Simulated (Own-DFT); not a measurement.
# PBE and PBEsol under strain: C40 NbSi2, 36 atoms (Nb12Si24)

Source: density functional calculations with Own-DFT, an unreviewed in-house program that is no longer used. Nothing was measured or relaxed, and spin and spin-orbit coupling are left out.

Caveats: forces on such cells failed a check on a denser k mesh; stress not checked against mesh or cutoff.

Each geometry was run with PBE and with PBEsol, otherwise alike: PseudoDojo norm-conserving scalar-relativistic files made for PBE; cutoff 42 hartree; 4 x 4 x 5 k mesh centred on Gamma; cold (Marzari-Vanderbilt) smearing of 0.2 eV. Unstrained cell vectors in Å: (0.000, 8.324, 0.000); (-9.613, 0.000, 0.000); (0.000, 0.000, 6.586). Each has a uniform strain, of which the change of volume is shown, and random moves of rms u per axis.

| run | volume change (%) | u (Å) | P with PBE (GPa) | P with PBEsol (GPa) |
|---|---|---|---|---|
| 1 | 2.69 | 0.0554 | -1.48 | -5.01 |
| 2 | -2.95 | 0.0466 | 8.02 | 4.23 |
| 3 | -0.28 | 0.0513 | 3.58 | -0.08 |
| 4 | 0.69 | 0.0506 | 2.11 | -1.51 |
| 5 | -0.87 | 0.0504 | 4.20 | 0.51 |
| 6 | -0.70 | 0.0521 | 4.87 | 1.19 |
| 7 | -1.69 | 0.0493 | 6.84 | 3.10 |
| 8 | -0.44 | 0.0555 | 4.04 | 0.36 |
| 9 | -3.13 | 0.0473 | 9.33 | 5.54 |
| 10 | 1.28 | 0.0432 | -0.35 | -3.95 |
| 11 | 0.91 | 0.0505 | 1.19 | ? |

Asked: by how much does PBEsol shrink this cell, and what belongs in the blank?

## Solution

Write v for the change of volume as a fraction. Fitted to v and u², the PBE pressure has a slope of -196 ± 9 GPa in v, with the ions held to the strained lattice. The difference PBEsol less PBE is -3.65 + 4.5 v GPa (slope ± 0.1) and averages -3.68 GPa. Divided by the mean slope of the two, 194 GPa, that makes PBEsol's volume at a given pressure, near 2 GPa, about 1.9 % smaller, or 0.63 % in lengths. At one volume PBEsol's slope is the smaller by 5 GPa, but its pressure there is lower too. If stiffness rises by about 4 GPa for each GPa, PBEsol at equal pressure is stiffer by about 10 GPa. Files made for PBEsol would give a different shift.

For run 11 the line gives -2.42 GPa. The hidden result is -2.42 GPa.
